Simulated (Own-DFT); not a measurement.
# Shaking the atoms of rutile TiO2, 72 atoms (O48Ti24)

Calculated results; nothing here was measured. The program, named Own-DFT, is a retired in-house plane-wave density functional code that no person has reviewed. Each row is one single-point run on a periodic cell that was not relaxed, without spin or spin-orbit coupling.

Settings of every run: PBE; PseudoDojo norm-conserving scalar-relativistic files; cutoff 72 hartree; 3 x 3 x 3 k mesh centred on Gamma; Fermi-Dirac smearing of 0.1 eV.

Known limits: oxygen file: force components 24 meV/angstrom off all-electron in a glass; forces on such cells passed a denser k mesh, each cell not checked; stress not checked against mesh or cutoff.

Cell vectors in Å: (9.187, 0.000, 0.000); (0.000, 9.187, 0.000); (0.000, 0.000, 8.876). In each run every atom was moved at random and independently from its ideal site; u is the rms move along one axis. E is the free energy for each atom above the fitted value at u = 0, and F the rms of the force components.

```
run,u (Å),E (meV/atom),F (eV/Å),largest force (eV/Å),P (GPa)
1,0.0198,8.0,0.364,1.74,4.97
2,0.0201,?,?,?,?
3,0.0487,57.0,1.112,4.74,6.98
4,0.0515,51.3,0.945,3.61,5.74
5,0.0777,134.3,1.657,5.89,9.34
6,0.0805,122.6,1.556,6.45,10.66
7,0.0835,149.2,1.834,8.32,11.78
8,0.1159,243.0,2.113,7.53,14.96
```

## Worked fit

For small independent moves the energy grows as E = (3/2) K u², with K the mean stiffness felt by one atom. The runs with u up to 0.11 Å give K = 14.0 ± 0.7 eV/Å², with residuals divided by u² + 0.0006 Å², since the noise grows with the moves. The scatter is 5.5 meV/atom at u = 0.05 Å. The forces follow F = G u with G = 20.4 eV/Å²; no force at u = 0 is resolved. G exceeds K because the moves of its neighbours add to the force on an atom, and stiffness differs between atoms. The pressure follows P = 4.15 + 987 u² GPa: at fixed volume, shortened bonds push harder than stretched ones pull.

## Withheld run

Question: what energy and rms force should run 2 give?

The fit gives 8 ± 2 meV/atom and about 0.41 eV/Å. The calculation gave 8.7 meV/atom and 0.376 eV/Å.
